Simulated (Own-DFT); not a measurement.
# What a defect does to the pressure of its cell: zincblende InP

The numbers are computed, not measured, by runs of the plane-wave DFT program Own-DFT (in-house, retired, unreviewed) at fixed positions, with no spin and no spin-orbit coupling.

Method: PBE; PseudoDojo norm-conserving scalar-relativistic files; cutoff 36 hartree; 3 x 3 x 3 k mesh centred on Gamma; Fermi-Dirac smearing of 0.1 eV.

Caveats (not all hold for every row): not probed for a lower state with spin; forces on such cells moved up to 12 meV/angstrom on a denser k mesh; stress not checked against mesh or cutoff.

All runs share one cell, with vectors in Å (11.737, 0.000, 0.000); (0.000, 11.737, 0.000); (0.000, 0.000, 11.737) and a volume of 1617.0 Å³. Atoms were moved at random from their sites; u is the rms move along one axis. The defect's site can differ from row to row.

| cell | formula | u (Å) | P (GPa) |
|---|---|---|---|
| no defect | In32P32 | 0.0199 | 3.20 |
| no defect | In32P32 | 0.0479 | 3.58 |
| no defect | In32P32 | 0.0496 | 3.62 |
| one In on a P site and one P on an In site | In32P32 | 0.0265 | ? |
| one In on a P site and one P on an In site | In32P32 | 0.0309 | 3.61 |
| one In on a P site and one P on an In site | In32P32 | 0.0486 | 3.98 |
| one In on a P site and one P on an In site | In32P32 | 0.0510 | 3.90 |
| two P vacancies | In32P30 | 0.0290 | 2.94 |
| two P vacancies | In32P30 | 0.0300 | 2.98 |
| two P vacancies | In32P30 | 0.0305 | 2.99 |

## Working it out

P = P0 + c u² + a shift for each defect gives P0 = 3.12 GPa, c = 203 ± 20 GPa/Å² and a scatter of 0.04 GPa. The shifts, and each times the cell's volume:

- one In on a P site and one P on an In site: 0.31 ± 0.03 GPa, 3.1 eV
- two P vacancies: -0.33 ± 0.04 GPa, -3.3 eV (-1.7 eV for each of its 2 sites)

Positive is outwards. The product with the volume (160.2 GPa Å³ to the eV) is nearly free of the cell's size; divided by the bulk modulus at the cell's pressure it gives the volume that the defect adds. The atoms around the defects weren't relaxed, which would change these numbers.

## Prediction

Question: what pressure belongs in the blank (one In on a P site and one P on an In site, u = 0.0265 Å)?

From the fit: 3.57 ± 0.05 GPa. The calculation gave 3.59 GPa.
